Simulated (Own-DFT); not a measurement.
# What it costs to cut wurtzite AlN, m plane (10-10)

No measurement is shown. These are fixed-geometry runs of a retired plane-wave code named Own-DFT, which no person has reviewed; spin and spin-orbit coupling are neglected.

Caveats (not all hold for every row): some atoms lie very close together; forces not confirmed at this smearing and k mesh; k mesh not checked against a denser one.

Both sets of runs: PBE; PseudoDojo norm-conserving scalar-relativistic files; cutoff 42 hartree; Gaussian smearing of 0.01 eV. The slab has 128 atoms in 16 layers, two equal faces of 62.02 Å² as cut, 15 Å of vacuum, a dipole correction along the normal and a 6 x 3 x 1 mesh. The bulk cell has 128 atoms, the same measured lattice constants and a 3 x 3 x 3 mesh. All atoms were moved at random; u is the rms move along one axis. Energies are counted from -174.06 eV for each atom.

```
slab run   u (Å)  E (eV, cell)
       1  0.0196        20.142
       2  0.0201        20.479
       3  0.0201        20.252
       4  0.0476        27.667
       5  0.0495        28.715
       6  0.0500        28.142
       7  0.0508        29.671
       8  0.0520        29.803
       9  0.0539        30.852
      10  0.0959        54.278
      11  0.0990        56.011
      12  0.1014        61.986
```

| bulk run | u (Å) | E (meV/atom) |
|---|---|---|
| 1 | 0.0192 | -3.20 |
| 2 | 0.0197 | -2.16 |
| 3 | 0.0199 | -1.56 |
| 4 | 0.0200 | -2.73 |
| 5 | 0.0204 | -1.42 |
| 6 | 0.0974 | 260.35 |
| 7 | 0.0997 | 297.56 |
| 8 | 0.0999 | 340.79 |
| 9 | 0.1003 | 316.94 |
| 10 | 0.1041 | 320.89 |

Q: what is the energy of the unrelaxed surface?

## Answer

Take each set to u = 0 with E = a + b u². Residuals are scaled by 1/(u² + 0.0006 Å²) to tame the large moves. Slab: a = 18.71 ± 0.10 eV. Bulk: a = -14.8 ± 0.8 meV/atom. The excess is 18.71 - 128 x (-0.0148) = 20.60 ± 0.15 eV. Over two faces that is 166 meV/Å², or 2.66 ± 0.02 J/m². Relaxing the faces would lower the energy, and the unlike meshes and the reach from the smallest u down to zero add errors that aren't counted here.
